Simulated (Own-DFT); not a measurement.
# Computed records: Si24O47 (quartz with one vacancy, atoms displaced)

Computed with Own-DFT development build. A calculation, not a measurement: plane-wave PBE density functional theory by an unreviewed code, no spin, of a simulated periodic cell, stress positive in tension, free energy of the whole cell less one offset for each atom, some atoms lie very close together, defect cell not probed for a lower state with spin; oxygen file: force components 24 meV/angstrom off all-electron in one glass; forces on such cells passed a denser k mesh, this cell's mesh not checked; offsets are fitted by least squares, one for each functional and potential file, so energies compare only between cells with the same atoms and settings and are not formation energies; the far tail of each file's local potential was reset to the Coulomb form; each entry is a single point on an unrelaxed cell, so the pressure reflects the starting lattice, mostly measured values (interpolated for alloys), from which strain is counted, and rises with the displacements; printed positions are rounded, which can move forces by about a meV/angstrom; the program, named Own-DFT, is a retired in-house code; no spin-orbit coupling; before rounding, a Quantum ESPRESSO 7.3.1 run of the same cell and cutoff gave forces within 1 meV/angstrom rms on each cell, which checks the program and not the settings.

Common to all runs: functional PBE; potential files PseudoDojo norm-conserving, scalar-relativistic, standard set; wave cutoff 72 hartree; occupations Fermi-Dirac; smearing width 0.1 eV; k mesh 3 x 3 x 2 centred on Gamma.

```json
{"entry": 1, "formula": "Si24O47", "kind": "quartz with one vacancy, atoms displaced", "structure": {"cell_angstrom": [[9.8268, 0.0, 0.0], [-4.9134, 8.5103, 0.0], [0.0, 0.0, 10.8104]], "atoms_fractional": [["Si", 0.2627, 0.01868, 0.00147], ["Si", 0.00273, 0.24604, 0.32837], ["Si", 0.27264, 0.26467, 0.16141], ["O", 0.21196, 0.12916, 0.05442], ["O", 0.4182, 0.2804, 0.23747], ["O", 0.36327, 0.07878, 0.38835], ["O", 0.07239, 0.35779, 0.44071], ["O", 0.12371, 0.20686, 0.27294], ["O", 0.29597, 0.41872, 0.09952], ["Si", 0.23701, 0.99902, 0.48942], ["Si", 0.99363, 0.22656, 0.8256], ["Si", 0.28534, 0.27424, 0.66905], ["O", 0.19081, 0.11777, 0.56361], ["O", 0.43013, 0.29753, 0.72081], ["O", 0.36869, 0.0792, 0.88951], ["O", 0.07348, 0.35924, 0.93528], ["O", 0.12971, 0.19842, 0.77366], ["Si", 0.22788, 0.47479, 0.999], ["Si", 0.0063, 0.74619, 0.33527], ["Si", 0.25882, 0.76216, 0.16344], ["O", 0.21481, 0.64905, 0.05668], ["O", 0.43637, 0.79487, 0.22284], ["O", 0.36034, 0.55873, 0.38195], ["O", 0.07511, 0.86353, 0.43688], ["O", 0.14545, 0.71645, 0.27999], ["O", 0.28052, 0.93685, 0.09927], ["Si", 0.24434, 0.50679, 0.50087], ["Si", 0.01606, 0.74967, 0.85401], ["Si", 0.26385, 0.76671, 0.67442], ["O", 0.19711, 0.63064, 0.53696], ["O", 0.43938, 0.79796, 0.73233], ["O", 0.35921, 0.59531, 0.87933], ["O", 0.07758, 0.86584, 0.94798], ["O", 0.11678, 0.71054, 0.76943], ["O", 0.30095, 0.91562, 0.60495], ["Si", 0.72952, 0.9815, 0.99503], ["Si", 0.49322, 0.2298, 0.3435], ["Si", 0.78955, 0.27884, 0.17365], ["O", 0.70078, 0.12277, 0.05918], ["O", 0.93104, 0.30289, 0.22282], ["O", 0.86073, 0.079, 0.38215], ["O", 0.57921, 0.37074, 0.44129], ["O", 0.64429, 0.22184, 0.28172], ["O", 0.78794, 0.42454, 0.10137], ["Si", 0.7271, 0.99915, 0.50281], ["Si", 0.51772, 0.24705, 0.83207], ["Si", 0.75384, 0.25898, 0.65929], ["O", 0.71506, 0.1358, 0.56849], ["O", 0.92877, 0.28607, 0.7309], ["O", 0.85444, 0.0612, 0.89572], ["O", 0.58998, 0.36557, 0.94178], ["O", 0.64073, 0.20055, 0.77891], ["O", 0.79359, 0.43269, 0.605], ["Si", 0.74783, 0.51318, 0.99274], ["Si", 0.50772, 0.73638, 0.32965], ["Si", 0.76708, 0.78216, 0.17551], ["O", 0.71519, 0.65065, 0.05269], ["O", 0.94606, 0.79666, 0.21912], ["O", 0.84388, 0.56676, 0.39369], ["O", 0.57599, 0.8593, 0.4401], ["O", 0.64359, 0.72506, 0.28168], ["O", 0.79434, 0.93388, 0.11652], ["Si", 0.75553, 0.50069, 0.51595], ["Si", 0.48822, 0.7291, 0.82727], ["Si", 0.77541, 0.77601, 0.66699], ["O", 0.71325, 0.63524, 0.56522], ["O", 0.92376, 0.80063, 0.74132], ["O", 0.86391, 0.57691, 0.89329], ["O", 0.57291, 0.88051, 0.93412], ["O", 0.66075, 0.70596, 0.78545], ["O", 0.79138, 0.932, 0.61017]]}, "results": {"free_energy_of_cell_above_offsets [eV]": "-2.237", "pressure [GPa]": 14.55, "stress_xx [GPa]": -14.26, "stress_yy [GPa]": -11.71, "stress_zz [GPa]": -17.67, "stress_yz [GPa]": 2.8, "stress_xz [GPa]": -3.65, "stress_xy [GPa]": 1.42, "force_element": ["Si", "Si", "Si", "O", "O", "O", "O", "O", "O", "Si", "Si", "Si", "O", "O", "O", "O", "O", "Si", "Si", "Si", "O", "O", "O", "O", "O", "O", "Si", "Si", "Si", "O", "O", "O", "O", "O", "O", "Si", "Si", "Si", "O", "O", "O", "O", "O", "O", "Si", "Si", "Si", "O", "O", "O", "O", "O", "O", "Si", "Si", "Si", "O", "O", "O", "O", "O", "O", "Si", "Si", "Si", "O", "O", "O", "O", "O", "O"], "force_x [eV/angstrom]": [-6.778, -0.518, -1.252, -3.392, -1.531, -0.637, 0.45, 4.637, 1.546, -1.233, 2.87, -12.25, 1.761, 9.784, 2.779, -1.165, 2.292, -2.309, -0.561, 1.829, 1.563, -2.397, 1.252, -0.151, -0.69, 8.326, 1.441, -6.496, 1.347, -1.308, -7.903, -5.111, 1.616, 5.338, -2.097, -1.367, 6.19, -15.94, 0.814, 10.93, -1.611, 0.054, 0.566, 1.16, 3.76, -1.776, 2.961, -0.915, -6.539, 3.859, -1.904, -0.466, 12.35, -3.879, -6.241, 5.831, -0.07, -3.737, 4.227, -1.296, 4.859, -0.527, -16.51, 14.14, 0.668, 0.453, 3.292, 4.978, -2.88, -6.035, -0.456], "force_y [eV/angstrom]": [-0.163, -2.655, -3.961, 4.767, 1.251, -5.655, 2.805, 0.191, 1.274, -0.451, -4.084, -2.406, 0.94, 1.121, 2.64, -0.945, 0.858, 7.952, -7.272, 4.894, -5.807, 0.073, 1.938, 3.044, -0.413, -8.706, -4.79, -6.021, -3.647, 3.526, 3.315, -12.23, 7.903, -0.95, 4.599, 4.499, 7.334, -5.122, 2.01, 3.089, -1.073, -0.121, -0.331, 0.434, 0.079, -2.272, 5.794, -3.847, 2.314, 3.267, -0.033, 0.388, -11.13, -1.381, -1.802, -4.076, 0.123, 0.428, 4.396, 0.57, -1.677, 2.319, 8.738, 6.874, -2.121, -0.018, 0.827, 3.114, -5.342, -0.285, 1.092], "force_z [eV/angstrom]": [-8.012, 1.992, 3.359, 2.102, -2.333, 1.241, 2.397, -3.745, 1.202, 5.851, 4.77, -5.545, 0.342, 4.719, -4.003, 0.073, -0.931, -3.072, -2.871, 2.427, -3.938, -1.237, -0.683, 3.937, 0.627, 11.74, -0.482, -7.867, -0.869, 4.402, -8.854, 7.003, 6.982, -2.378, -3.47, 4.934, -2.412, -7.415, 1.922, 3.737, 1.877, 2.186, -0.414, 0.844, -3.127, 0.217, 6.997, -4.865, -5.857, -3.884, -0.356, -1.124, 16.38, 7.189, 2.105, -2.219, 1.568, -1.207, -3.895, 1.444, -0.908, -1.254, -15.77, 3.555, 1.427, -0.141, 0.683, -5.083, -2.626, 1.292, -0.673]}}
{"entry": 2, "formula": "Si24O47", "kind": "quartz with one vacancy, atoms displaced", "structure": {"cell_angstrom": [[9.8268, 0.0, 0.0], [-4.9134, 8.5103, 0.0], [0.0, 0.0, 10.8104]], "atoms_fractional": [["Si", 0.22779, 0.99709, 0.00366], ["Si", 0.99452, 0.24198, 0.32907], ["Si", 0.2806, 0.28435, 0.16317], ["O", 0.21206, 0.12548, 0.06248], ["O", 0.42603, 0.285, 0.23186], ["O", 0.3611, 0.087, 0.39428], ["O", 0.07391, 0.36109, 0.44049], ["O", 0.14158, 0.20485, 0.27776], ["O", 0.30183, 0.43091, 0.10039], ["Si", 0.23166, 0.99129, 0.50732], ["Si", 0.01244, 0.24617, 0.82669], ["Si", 0.25162, 0.26528, 0.65846], ["O", 0.21687, 0.14773, 0.54647], ["O", 0.43305, 0.29369, 0.73033], ["O", 0.37846, 0.08627, 0.90508], ["O", 0.07522, 0.36077, 0.9404], ["O", 0.13033, 0.20989, 0.76939], ["O", 0.2849, 0.42041, 0.60724], ["Si", 0.24417, 0.50669, 0.99321], ["Si", 0.00402, 0.73389, 0.34676], ["Si", 0.25681, 0.75493, 0.17038], ["O", 0.20634, 0.6248, 0.06366], ["O", 0.42962, 0.8017, 0.20843], ["O", 0.35701, 0.55736, 0.38568], ["O", 0.085, 0.8706, 0.4419], ["O", 0.13428, 0.69579, 0.27047], ["O", 0.30091, 0.95081, 0.10413], ["Si", 0.23531, 0.50319, 0.49167], ["Si", 0.9889, 0.71311, 0.82805], ["Si", 0.27731, 0.77154, 0.66196], ["O", 0.19673, 0.63118, 0.56738], ["O", 0.42907, 0.79332, 0.72581], ["O", 0.34087, 0.55965, 0.89339], ["O", 0.08855, 0.88089, 0.93816], ["O", 0.1301, 0.70852, 0.77536], ["O", 0.2919, 0.9145, 0.61176], ["Si", 0.73563, 0.00861, 0.00693], ["Si", 0.47425, 0.21919, 0.33945], ["Si", 0.7632, 0.26085, 0.16571], ["O", 0.7073, 0.13578, 0.05418], ["O", 0.93129, 0.30915, 0.23235], ["O", 0.87727, 0.07836, 0.39322], ["O", 0.56661, 0.35332, 0.44623], ["O", 0.62113, 0.21331, 0.26958], ["O", 0.80309, 0.43417, 0.10803], ["Si", 0.74657, 0.00731, 0.50401], ["Si", 0.50697, 0.23631, 0.8367], ["Si", 0.76264, 0.26916, 0.67862], ["O", 0.70213, 0.14685, 0.57215], ["O", 0.91983, 0.29068, 0.71522], ["O", 0.86795, 0.07161, 0.90246], ["O", 0.57481, 0.3707, 0.93528], ["O", 0.63362, 0.20157, 0.76376], ["O", 0.7801, 0.42051, 0.59447], ["Si", 0.73972, 0.50372, 0.00176], ["Si", 0.49684, 0.73409, 0.32803], ["Si", 0.77855, 0.77479, 0.18289], ["O", 0.70581, 0.6439, 0.04487], ["O", 0.9256, 0.80421, 0.23184], ["O", 0.86468, 0.57729, 0.38733], ["O", 0.57849, 0.8727, 0.42867], ["O", 0.62989, 0.69502, 0.28079], ["O", 0.79368, 0.92327, 0.10426], ["Si", 0.7461, 0.50707, 0.49109], ["Si", 0.50841, 0.72519, 0.84514], ["Si", 0.76254, 0.76205, 0.66426], ["O", 0.72118, 0.63316, 0.55589], ["O", 0.92495, 0.7866, 0.72921], ["O", 0.56767, 0.85694, 0.95646], ["O", 0.63154, 0.69755, 0.75672], ["O", 0.80803, 0.95, 0.60686]]}, "results": {"free_energy_of_cell_above_offsets [eV]": "-5.635", "pressure [GPa]": 12.63, "stress_xx [GPa]": -13.61, "stress_yy [GPa]": -11.0, "stress_zz [GPa]": -13.27, "stress_yz [GPa]": 2.8, "stress_xz [GPa]": 1.67, "stress_xy [GPa]": -1.5, "force_element": ["Si", "Si", "Si", "O", "O", "O", "O", "O", "O", "Si", "Si", "Si", "O", "O", "O", "O", "O", "O", "Si", "Si", "Si", "O", "O", "O", "O", "O", "O", "Si", "Si", "Si", "O", "O", "O", "O", "O", "O", "Si", "Si", "Si", "O", "O", "O", "O", "O", "O", "Si", "Si", "Si", "O", "O", "O", "O", "O", "O", "Si", "Si", "Si", "O", "O", "O", "O", "O", "O", "Si", "Si", "Si", "O", "O", "O", "O", "O"], "force_x [eV/angstrom]": [4.057, 6.234, 0.453, -4.762, -3.021, -5.798, -0.767, -2.058, -0.676, 2.334, -6.446, 6.596, 0.283, -3.477, 0.206, -0.087, 2.995, -2.114, -9.545, 1.0, 0.902, -1.204, 3.137, 1.65, -2.444, -5.015, 5.359, -1.893, -2.456, 0.489, 1.418, 3.486, 11.38, -4.838, 4.822, -3.947, 3.849, 9.771, -3.136, -2.865, -2.591, -1.183, 0.579, 2.868, 0.33, -6.132, -1.309, 1.076, 2.656, 6.489, 0.812, 1.512, -6.59, 2.853, -0.17, -0.416, -10.06, 0.706, 10.85, 1.93, 0.377, 0.493, -0.122, -4.728, -2.652, 4.262, -2.413, -2.189, 0.212, -4.92, 3.595], "force_y [eV/angstrom]": [3.564, -2.031, -8.104, 7.604, 2.684, -16.87, 1.328, 1.723, 3.191, 6.316, -2.776, -2.321, -2.844, -0.121, -1.308, 1.59, -1.516, 5.487, -7.685, 1.795, 5.345, 0.661, -0.829, 3.395, -2.696, -0.864, -6.949, -1.436, 0.953, -7.513, -2.354, -0.656, 8.514, -7.767, -0.225, 8.543, -4.915, 15.09, 1.63, 3.469, 0.417, -1.143, 2.274, -0.612, -0.679, 3.476, -1.732, 4.467, -5.788, 1.157, 2.215, 2.809, -2.685, -0.472, 1.663, -0.055, -2.767, 0.564, 0.556, -0.433, 0.814, 0.32, 0.435, -6.899, 1.158, 3.337, 3.436, 0.913, -1.198, -1.623, -5.024], "force_z [eV/angstrom]": [-3.117, 1.139, 1.914, 3.587, -3.781, 8.651, 0.943, -0.982, -1.174, 1.224, 2.102, 3.016, 0.085, -2.209, -0.449, 1.164, -1.268, -2.68, 13.05, -6.095, -6.269, 0.073, 3.329, -2.349, -0.648, 5.087, 6.805, 4.31, 5.93, 6.453, -3.131, 2.629, -14.8, -5.205, -2.597, -4.421, -2.405, -4.894, 1.831, 2.264, -2.893, 0.361, -0.118, -1.23, 0.143, -3.129, -1.883, -8.394, -5.386, 3.703, -2.502, 2.223, 8.182, 3.484, -2.097, -1.092, -7.454, 2.592, 5.778, -2.462, 1.468, -0.694, 1.834, 1.503, -2.067, -3.468, 0.802, -2.01, -1.7, 4.974, 4.427]}}
{"entry": 3, "formula": "Si24O47", "kind": "quartz with one vacancy, atoms displaced", "structure": {"cell_angstrom": [[9.8268, 0.0, 0.0], [-4.9134, 8.5103, 0.0], [0.0, 0.0, 10.8104]], "atoms_fractional": [["Si", 0.22645, 0.00353, 0.00066], ["Si", 0.00149, 0.23087, 0.33408], ["Si", 0.26483, 0.266, 0.17581], ["O", 0.19582, 0.12687, 0.04683], ["O", 0.43358, 0.28927, 0.22994], ["O", 0.37749, 0.07596, 0.40476], ["O", 0.08537, 0.35137, 0.42975], ["O", 0.13972, 0.22701, 0.28036], ["O", 0.28122, 0.42346, 0.10926], ["Si", 0.25082, 0.00381, 0.4919], ["Si", 0.01465, 0.23306, 0.82724], ["Si", 0.25872, 0.25576, 0.65775], ["O", 0.21234, 0.143, 0.56353], ["O", 0.42792, 0.29095, 0.73599], ["O", 0.36476, 0.06979, 0.885], ["O", 0.07234, 0.36998, 0.95587], ["O", 0.14146, 0.21268, 0.76875], ["O", 0.2851, 0.4168, 0.60023], ["Si", 0.23279, 0.49317, 0.00083], ["Si", 0.9971, 0.74587, 0.32921], ["Si", 0.2853, 0.77632, 0.17417], ["O", 0.22239, 0.64612, 0.05196], ["O", 0.41712, 0.77627, 0.22379], ["O", 0.35123, 0.55032, 0.40291], ["O", 0.08158, 0.8791, 0.43213], ["O", 0.11846, 0.70113, 0.25808], ["O", 0.29005, 0.92278, 0.09867], ["Si", 0.23372, 0.50802, 0.51188], ["Si", 0.99716, 0.74071, 0.83082], ["Si", 0.25531, 0.76003, 0.6705], ["O", 0.21058, 0.63079, 0.55709], ["O", 0.41207, 0.78264, 0.73819], ["O", 0.37179, 0.5762, 0.89522], ["O", 0.06919, 0.88286, 0.94127], ["O", 0.12684, 0.70133, 0.77585], ["O", 0.29974, 0.93012, 0.61448], ["Si", 0.74061, 0.00055, 0.00201], ["Si", 0.49502, 0.2353, 0.33316], ["Si", 0.76286, 0.26899, 0.16131], ["O", 0.68975, 0.12262, 0.05792], ["O", 0.9275, 0.27992, 0.21985], ["O", 0.87041, 0.07645, 0.38291], ["O", 0.57709, 0.37406, 0.44772], ["O", 0.62834, 0.21267, 0.27499], ["O", 0.78986, 0.42639, 0.09166], ["Si", 0.72622, 0.00011, 0.50716], ["Si", 0.49792, 0.24476, 0.82671], ["Si", 0.76496, 0.25224, 0.66704], ["O", 0.69175, 0.12215, 0.55596], ["O", 0.92041, 0.29567, 0.73017], ["O", 0.86035, 0.07081, 0.88292], ["O", 0.58541, 0.35845, 0.94845], ["O", 0.61597, 0.19445, 0.78081], ["O", 0.77754, 0.41863, 0.60753], ["Si", 0.73689, 0.49341, 0.0024], ["Si", 0.51623, 0.7413, 0.33247], ["Si", 0.76578, 0.76156, 0.16135], ["O", 0.69032, 0.63672, 0.07217], ["O", 0.92817, 0.79078, 0.23337], ["O", 0.87354, 0.57886, 0.3964], ["O", 0.55861, 0.87818, 0.44216], ["O", 0.6288, 0.70703, 0.2915], ["O", 0.79353, 0.93314, 0.10869], ["Si", 0.72876, 0.50764, 0.49608], ["Si", 0.50138, 0.73161, 0.84002], ["Si", 0.78229, 0.76572, 0.67395], ["O", 0.70785, 0.63049, 0.57429], ["O", 0.92573, 0.78647, 0.72602], ["O", 0.87973, 0.58197, 0.88215], ["O", 0.56301, 0.85588, 0.93862], ["O", 0.80312, 0.93352, 0.61245]]}, "results": {"free_energy_of_cell_above_offsets [eV]": "-2.352", "pressure [GPa]": 15.26, "stress_xx [GPa]": -19.52, "stress_yy [GPa]": -12.48, "stress_zz [GPa]": -13.78, "stress_yz [GPa]": -1.86, "stress_xz [GPa]": -4.9, "stress_xy [GPa]": 2.83, "force_element": ["Si", "Si", "Si", "O", "O", "O", "O", "O", "O", "Si", "Si", "Si", "O", "O", "O", "O", "O", "O", "Si", "Si", "Si", "O", "O", "O", "O", "O", "O", "Si", "Si", "Si", "O", "O", "O", "O", "O", "O", "Si", "Si", "Si", "O", "O", "O", "O", "O", "O", "Si", "Si", "Si", "O", "O", "O", "O", "O", "O", "Si", "Si", "Si", "O", "O", "O", "O", "O", "O", "Si", "Si", "Si", "O", "O", "O", "O", "O"], "force_x [eV/angstrom]": [8.107, -4.607, -0.355, -4.01, -5.597, 5.088, -1.032, 6.835, 3.334, -6.932, -7.385, 2.463, 2.848, -10.36, -1.739, -2.545, 1.782, 1.136, 0.511, 8.531, -13.74, 0.289, 11.95, 3.61, 0.506, 1.117, 0.402, 4.051, 4.873, 2.101, -6.921, 0.06, -0.612, -2.372, -0.654, -1.387, -3.912, 3.867, 2.259, 0.257, -3.214, -3.361, -3.695, 2.945, 7.649, 5.63, 6.683, -7.335, -2.349, 4.742, 0.938, -2.802, 5.415, 1.084, -5.651, -16.04, -0.278, 1.859, -9.179, -0.86, 0.974, 14.87, 2.453, 5.353, 2.108, -12.72, -1.152, 6.091, -3.909, 2.273, -0.342], "force_y [eV/angstrom]": [-2.329, 0.559, 0.025, 7.613, 1.361, 3.638, 6.031, -2.347, -1.796, -4.085, 1.497, 9.653, -10.4, 4.207, 0.273, -5.735, -1.318, -0.397, 6.644, -4.789, -3.111, -0.087, 0.999, 5.41, 1.122, 1.061, 0.879, -9.603, 3.04, 0.754, 7.803, 0.111, -4.404, -4.402, 0.056, 0.518, 0.018, 1.256, -2.677, 1.346, 0.848, -5.852, -4.838, 0.305, -3.898, -3.291, -5.898, 1.81, 4.08, 0.132, 0.566, -1.122, 0.39, -0.944, 8.279, -0.12, 7.227, -8.101, 2.977, 0.461, -1.412, -1.716, -2.463, 0.309, -0.683, 0.366, 0.582, 3.243, -5.291, 5.765, -0.105], "force_z [eV/angstrom]": [-3.488, -2.222, -3.643, 6.149, -4.697, -6.103, 6.888, -3.052, 2.754, 9.189, 4.452, 7.519, -9.774, -10.16, 1.716, -5.18, 0.423, 3.063, 0.253, 6.361, -7.951, 1.084, 5.938, -4.112, 1.064, 0.789, 1.43, -6.516, 3.592, 0.279, 4.509, -1.181, 1.228, -3.082, -0.032, -2.103, -4.01, 5.687, 1.543, 0.868, -1.847, 4.052, -3.967, -1.777, 9.25, -3.58, 10.2, 0.08, 2.627, 1.781, 0.488, -1.663, -3.537, 0.093, -9.119, 7.458, 7.627, -6.862, -8.822, 0.059, -1.257, -6.959, 2.772, 2.795, -5.954, -1.683, -1.069, 0.173, 5.022, 5.181, -1.04]}}
{"entry": 4, "formula": "Si24O47", "kind": "quartz with one vacancy, atoms displaced", "structure": {"cell_angstrom": [[9.8268, 0.0, 0.0], [-4.9134, 8.5103, 0.0], [0.0, 0.0, 10.8104]], "atoms_fractional": [["Si", 0.22799, 0.99934, 0.99449], ["Si", 0.99869, 0.22841, 0.33829], ["Si", 0.26541, 0.26272, 0.16014], ["O", 0.19242, 0.12797, 0.05391], ["O", 0.42633, 0.28918, 0.2301], ["O", 0.06642, 0.35755, 0.44227], ["O", 0.12544, 0.2064, 0.27504], ["O", 0.29728, 0.42915, 0.11232], ["Si", 0.25549, 0.99571, 0.50265], ["Si", 0.00406, 0.23838, 0.82027], ["Si", 0.26506, 0.25217, 0.67267], ["O", 0.21143, 0.13454, 0.55398], ["O", 0.42096, 0.30752, 0.73824], ["O", 0.37547, 0.06047, 0.89279], ["O", 0.07474, 0.36952, 0.94741], ["O", 0.14318, 0.21566, 0.76682], ["O", 0.29827, 0.4147, 0.59985], ["Si", 0.244, 0.50182, 0.99765], ["Si", 0.99314, 0.71637, 0.33468], ["Si", 0.26329, 0.76088, 0.16863], ["O", 0.20063, 0.61739, 0.06276], ["O", 0.41988, 0.79336, 0.2253], ["O", 0.36579, 0.58217, 0.39523], ["O", 0.05895, 0.8653, 0.42988], ["O", 0.11723, 0.70034, 0.27071], ["O", 0.30959, 0.94502, 0.10714], ["Si", 0.24464, 0.50636, 0.50307], ["Si", 0.99362, 0.73926, 0.83287], ["Si", 0.26925, 0.75974, 0.66918], ["O", 0.21254, 0.62789, 0.56211], ["O", 0.42289, 0.81665, 0.72671], ["O", 0.34676, 0.56278, 0.88686], ["O", 0.06898, 0.86152, 0.94212], ["O", 0.13862, 0.70134, 0.78131], ["O", 0.30186, 0.92853, 0.61072], ["Si", 0.74184, 0.99229, 0.00487], ["Si", 0.50011, 0.22539, 0.32918], ["Si", 0.76185, 0.25705, 0.16557], ["O", 0.71193, 0.14279, 0.06235], ["O", 0.92965, 0.29241, 0.239], ["O", 0.8655, 0.06962, 0.39373], ["O", 0.5739, 0.36771, 0.45391], ["O", 0.63366, 0.211, 0.27068], ["O", 0.81176, 0.42305, 0.11168], ["Si", 0.73941, 0.99665, 0.49432], ["Si", 0.48334, 0.22548, 0.84449], ["Si", 0.75244, 0.25235, 0.66714], ["O", 0.71959, 0.15442, 0.55784], ["O", 0.92441, 0.29257, 0.73404], ["O", 0.848, 0.06135, 0.88491], ["O", 0.56764, 0.36558, 0.93855], ["O", 0.6305, 0.2118, 0.77874], ["O", 0.79294, 0.43555, 0.61107], ["Si", 0.75564, 0.50809, 0.99134], ["Si", 0.49672, 0.72436, 0.33768], ["Si", 0.76414, 0.76611, 0.15946], ["O", 0.71353, 0.64435, 0.06275], ["O", 0.92709, 0.77901, 0.23964], ["O", 0.86592, 0.59179, 0.39167], ["O", 0.58416, 0.8648, 0.44952], ["O", 0.64584, 0.72117, 0.27107], ["O", 0.80245, 0.92885, 0.11263], ["Si", 0.73037, 0.49045, 0.50182], ["Si", 0.50574, 0.73788, 0.83544], ["Si", 0.77291, 0.77652, 0.65716], ["O", 0.70041, 0.61966, 0.56003], ["O", 0.91114, 0.79296, 0.73247], ["O", 0.86564, 0.56007, 0.8904], ["O", 0.55471, 0.85164, 0.94875], ["O", 0.64091, 0.71835, 0.77021], ["O", 0.80249, 0.93437, 0.60606]]}, "results": {"free_energy_of_cell_above_offsets [eV]": "-8.255", "pressure [GPa]": 11.55, "stress_xx [GPa]": -11.48, "stress_yy [GPa]": -9.92, "stress_zz [GPa]": -13.27, "stress_yz [GPa]": 1.74, "stress_xz [GPa]": 1.9, "stress_xy [GPa]": -1.8, "force_element": ["Si", "Si", "Si", "O", "O", "O", "O", "O", "Si", "Si", "Si", "O", "O", "O", "O", "O", "O", "Si", "Si", "Si", "O", "O", "O", "O", "O", "O", "Si", "Si", "Si", "O", "O", "O", "O", "O", "O", "Si", "Si", "Si", "O", "O", "O", "O", "O", "O", "Si", "Si", "Si", "O", "O", "O", "O", "O", "O", "Si", "Si", "Si", "O", "O", "O", "O", "O", "O", "Si", "Si", "Si", "O", "O", "O", "O", "O", "O"], "force_x [eV/angstrom]": [3.541, -0.778, -1.402, 0.101, -1.664, 1.672, 5.427, 0.668, -5.644, 1.836, 1.096, 1.455, 4.535, -2.891, -0.316, -5.302, -0.727, -2.93, 2.099, -4.186, -1.508, 4.398, -0.428, 3.877, 8.385, -0.791, -0.175, 3.367, -6.455, -2.326, 9.508, 4.911, -1.126, -2.859, 1.292, -4.631, -3.445, 3.498, 1.985, -3.573, 0.708, -3.05, 1.929, -3.016, -0.343, 2.841, -0.755, 2.072, -4.63, 1.955, 1.558, -0.61, 2.936, -7.016, 2.321, 5.35, 2.143, -6.925, -6.297, -3.442, -3.108, -0.42, 2.936, -2.868, -2.575, -2.051, 4.546, 4.795, 2.058, -0.918, -0.619], "force_y [eV/angstrom]": [-0.137, 1.478, -0.615, 0.575, 0.167, 3.499, -0.309, 0.559, 2.351, -1.31, 2.477, -1.661, -0.789, -3.396, -3.394, -2.687, 1.316, -3.46, 10.84, 0.022, 3.623, -0.076, -3.522, 2.929, -0.557, -2.465, -7.83, -2.924, -1.295, 2.766, 0.333, 4.497, -0.217, 0.699, -1.852, 1.838, -0.238, 3.911, -6.907, -0.129, -0.983, -5.851, -1.065, 4.078, 4.215, 4.544, 7.732, -7.303, 1.418, 1.733, 2.905, -0.564, -2.844, -5.945, 6.883, 1.209, -6.305, 2.51, -13.96, -4.374, -1.159, 3.016, 4.298, -1.717, -5.888, 4.748, 0.761, 4.834, 2.681, -0.204, 2.488], "force_z [eV/angstrom]": [2.505, 0.32, 3.483, -0.433, -1.648, 2.737, -3.385, -0.703, -6.25, 7.943, -8.551, 0.49, 2.798, 1.622, -2.72, 5.157, -0.309, 3.999, -0.641, -2.205, 2.044, 3.231, 0.366, 3.271, -3.813, 0.006, -0.054, -1.772, -1.574, 1.598, 5.045, -5.765, 0.059, -0.145, 2.366, -1.375, 5.874, 4.692, -5.241, -2.797, -1.024, -4.793, 0.07, -3.407, 3.51, -4.358, 5.521, -6.852, -4.445, -1.186, 2.874, -0.04, 2.807, 9.856, -3.743, 7.925, -6.559, -7.663, 8.074, -2.585, 1.998, -0.964, -0.968, -2.312, -1.407, 2.298, 2.019, -6.833, 2.62, 0.033, -0.692]}}
```
